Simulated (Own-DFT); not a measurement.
# What a defect does to the pressure of its cell: 4H SiC

The numbers are computed, not measured, by runs of the plane-wave DFT program Own-DFT (in-house, retired, unreviewed) at fixed positions, with no spin and no spin-orbit coupling.

Common settings: PBE; PseudoDojo norm-conserving scalar-relativistic files; cutoff 42 hartree; 4 x 4 x 3 k mesh centred on Gamma; Fermi-Dirac smearing of 0.1 eV.

Keep in mind (not all hold for every row): not probed for a lower state with spin; forces on such cells failed a check on a denser k mesh; forces on such cells passed a denser k mesh, each cell not checked; stress not checked against mesh or cutoff.

All runs share one cell, with vectors in Å (9.248, 0.000, 0.000); (-4.624, 8.009, 0.000); (0.000, 0.000, 10.068) and a volume of 745.7 Å³. Atoms were moved at random from their sites; u is the rms move along one axis. The defect's site can differ from row to row.

```
cell,formula,u (Å),P (GPa)
no defect,C36Si36,0.0278,3.62
no defect,C36Si36,0.0312,3.86
no defect,C36Si36,0.0637,6.22
two N on a C site each,C34N2Si36,0.0298,2.73
two N on a C site each,C34N2Si36,0.0303,2.69
two N on a C site each,C34N2Si36,0.0511,3.88
one Al on a Si site and one N on a C site,AlC35NSi35,0.0469,5.23
one Al on a Si site and one N on a C site,AlC35NSi35,0.0494,5.91
one Al on a Si site and one N on a C site,AlC35NSi35,0.0498,5.45
two Al on a Si site each,Al2C36Si34,0.0277,5.82
two Al on a Si site each,Al2C36Si34,0.0478,6.80
two Al on a Si site each,Al2C36Si34,0.0495,6.92
one C vacancy,C35Si36,0.0293,3.43
one C vacancy,C35Si36,0.0312,3.50
one C vacancy,C35Si36,0.0455,?
one C vacancy,C35Si36,0.0488,4.50
```

## Analysis

P = P0 + c u² + a shift for each defect gives P0 = 3.14 GPa, c = 739 ± 43 GPa/Å² and a scatter of 0.15 GPa. The shifts, and each times the cell's volume:

- two Al on a Si site each: 2.02 ± 0.12 GPa, 9.4 eV (4.7 eV for each of its 2 sites)
- one Al on a Si site and one N on a C site: 0.64 ± 0.12 GPa, 3.0 eV
- one C vacancy: -0.37 ± 0.12 GPa, -1.7 eV
- two N on a C site each: -1.13 ± 0.12 GPa, -5.2 eV (-2.6 eV for each of its 2 sites)

A positive shift means that the defect pushes the cell outwards. Shift times volume (160.2 GPa Å³ is 1 eV) depends little on the cell's size, so, taken for each site, it can be compared between cells at like pressure. The atoms around the defects weren't relaxed, which would change these numbers.

## Withheld run

The question: what pressure belongs in the blank (one C vacancy, u = 0.0455 Å)?

Estimate: 4.30 ± 0.17 GPa. Computed: 4.44 GPa.
